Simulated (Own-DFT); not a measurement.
# One host, several defects: D0_22 TiAl3

Calculated, not measured: single-point runs of Own-DFT, a retired in-house plane-wave DFT program that no person has reviewed, on unrelaxed cells, without spin or spin-orbit coupling.

Common settings: PBEsol; PseudoDojo norm-conserving scalar-relativistic files, made for PBE; cutoff 42 hartree; 4 x 4 x 4 k mesh centred on Gamma; cold (Marzari-Vanderbilt) smearing of 0.2 eV.

Caveats: forces on such cells failed a check on a denser k mesh; stress not checked against mesh or cutoff.

All runs share one cell, with vectors in Å (-2.365, -6.981, 4.326); (-7.667, 3.491, 1.442); (-2.950, -3.488, -7.241) and a volume of 625.4 Å³. Atoms were moved at random from their sites; u is the rms move along one axis. The defect's site can differ from row to row.

```
cell,formula,u (Å),P (GPa)
no defect,Al30Ti10,0.0205,0.08
no defect,Al30Ti10,0.0494,0.81
no defect,Al30Ti10,0.0593,1.06
two Al on a Ti site each,Al32Ti8,0.0324,1.27
two Al on a Ti site each,Al32Ti8,0.0332,1.27
two Al on a Ti site each,Al32Ti8,0.0449,1.55
two Al vacancies,Al28Ti10,0.0304,-0.71
two Al vacancies,Al28Ti10,0.0320,-0.60
two Al vacancies,Al28Ti10,0.0512,-0.08
two Ti on an Al site each,Al28Ti12,0.0292,0.98
two Ti on an Al site each,Al28Ti12,0.0331,?
two Ti on an Al site each,Al28Ti12,0.0488,1.63
two Ti on an Al site each,Al28Ti12,0.0508,1.75
```

## Worked fit

P = P0 + c u² + a shift for each defect gives P0 = -0.10 GPa, c = 350 ± 21 GPa/Å² and a scatter of 0.06 GPa. The shifts, and each times the cell's volume:

- two Al on a Ti site each: 0.97 ± 0.05 GPa, 3.8 eV (1.9 eV for each of its 2 sites)
- two Ti on an Al site each: 0.87 ± 0.05 GPa, 3.4 eV (1.7 eV for each of its 2 sites)
- two Al vacancies: -0.90 ± 0.05 GPa, -3.5 eV (-1.8 eV for each of its 2 sites)

Against the defect-free cell, a freed cell would be larger where the shift is positive and smaller where it is negative (160.2 GPa Å³ is 1 eV). The atoms around the defects weren't relaxed, which would change these numbers.

## Prediction

Question: what pressure belongs in the blank (two Ti on an Al site each, u = 0.0331 Å)?

The fit gives 1.16 ± 0.07 GPa. The run itself gave 1.11 GPa.
